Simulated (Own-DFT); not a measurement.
## Calculated data, SiC (4H silicon carbide, atoms displaced)

A calculation, not a measurement: plane-wave PBE density functional theory by an unreviewed code, no spin, of a simulated periodic cell, stress positive in tension, free energy of the whole cell less one offset for each atom, forces on such cells passed a denser k mesh, this cell's mesh not checked; offsets are fitted by least squares, one for each functional and potential file, so energies compare only between cells with the same atoms and settings and are not formation energies; the far tail of each file's local potential was reset to the Coulomb form; each entry is a single point on an unrelaxed cell, so the pressure reflects the starting lattice, mostly measured values (interpolated for alloys), from which strain is counted, and rises with the displacements; printed positions are rounded, which can move forces by about a meV/angstrom; the program, named Own-DFT, is a retired in-house code; no spin-orbit coupling. Program: Own-DFT development build.

```yaml
- formula: SiC
  kind: "4H silicon carbide, atoms displaced"
  structure:
    cell_angstrom: [[6.1654, 0.0, 0.0], [-3.0827, 5.3394, 0.0], [0.0, 0.0, 10.0681]]
    atoms_fractional:
      - [Si, 0.00859, 0.00989, 0.40947]
      - [Si, 0.17416, 0.34103, 0.15817]
      - [C, 0.99815, 0.99738, 0.094]
      - [C, 0.16764, 0.33045, 0.34191]
      - [Si, 0.00066, 0.50637, 0.41334]
      - [Si, 0.16031, 0.83494, 0.15069]
      - [C, 0.99698, 0.48833, 0.0995]
      - [C, 0.17579, 0.84418, 0.34671]
      - [Si, 0.49815, 0.0009, 0.40747]
      - [Si, 0.66254, 0.33476, 0.15934]
      - [C, 0.50252, 0.00287, 0.09524]
      - [C, 0.67188, 0.34972, 0.34376]
      - [Si, 0.50195, 0.49736, 0.41158]
      - [Si, 0.65332, 0.82264, 0.15198]
      - [C, 0.49806, 0.49579, 0.09304]
      - [C, 0.65673, 0.82584, 0.34083]
      - [Si, 0.99742, 0.00298, 0.90862]
      - [Si, 0.84303, 0.67384, 0.65962]
      - [C, 0.99734, 0.00953, 0.59512]
      - [C, 0.83001, 0.67079, 0.84402]
      - [Si, 0.99225, 0.49103, 0.90659]
      - [Si, 0.84288, 0.17659, 0.65573]
      - [C, 0.98642, 0.4933, 0.59578]
      - [C, 0.83322, 0.16324, 0.84584]
      - [Si, 0.49294, 0.99794, 0.9075]
      - [Si, 0.31988, 0.65923, 0.65235]
      - [C, 0.51137, 0.00393, 0.59083]
      - [C, 0.34224, 0.66609, 0.84273]
      - [Si, 0.50126, 0.50212, 0.90776]
      - [Si, 0.32229, 0.15998, 0.65821]
      - [C, 0.50229, 0.50448, 0.59476]
      - [C, 0.33363, 0.16208, 0.84363]
  settings:
    functional: PBE
    potential_files: "PseudoDojo norm-conserving, scalar-relativistic, standard set"
    "wave_cutoff [hartree]": 42.0
    occupations: Fermi-Dirac
    "smearing_width [eV]": 0.1
    hardware: "one NVIDIA H100"
    k_mesh: "5 x 5 x 3 centred on Gamma"
  results:
    "free_energy_of_cell_above_offsets [eV]": "-4.431"
    "pressure [GPa]": 3.86
    "stress_xx [GPa]": -3.78
    "stress_yy [GPa]": -2.51
    "stress_zz [GPa]": -5.29
    "stress_yz [GPa]": 0.15
    "stress_xz [GPa]": -0.54
    "stress_xy [GPa]": 1.33
    force_element: [Si, Si, C, C, Si, Si, C, C, Si, Si, C, C, Si, Si, C, C, Si, Si, C, C, Si, Si, C, C, Si, Si, C, C, Si, Si, C, C]
    "force_x [eV/angstrom]": [-1.028, -0.444, -0.799, -0.396, 0.336, 1.047, -0.807, -0.947, 1.085, 0.886, -0.875, 0.752, -0.879, 0.979, -0.009, 0.701, 0.739, -2.125, 1.109, 1.051, 0.614, -1.436, 0.835, -0.724, 0.968, 1.836, -1.563, -1.884, 0.094, 1.793, -0.087, -0.824]
    "force_y [eV/angstrom]": [-1.315, -1.602, 0.482, 1.049, -0.041, -0.639, 1.365, -0.916, 0.7, -0.217, -0.371, -1.479, 0.794, 1.275, 0.089, 0.858, -0.265, -0.202, -0.914, -0.361, 1.052, -1.853, 1.56, 0.302, -0.134, 1.325, -0.512, -0.248, -0.785, 1.211, -0.691, 0.482]
    "force_z [eV/angstrom]": [-1.338, -0.024, -0.101, 1.449, -2.41, 1.5, -1.269, -0.235, -0.847, 0.008, -0.499, 0.676, -0.968, 1.286, -0.424, 0.732, -0.116, -0.335, -0.151, 0.64, 0.483, 1.186, -0.047, -0.529, -0.253, 0.686, 1.021, 0.176, -0.778, -0.573, 0.636, 0.417]
    "wall_time [s]": 118.9
```
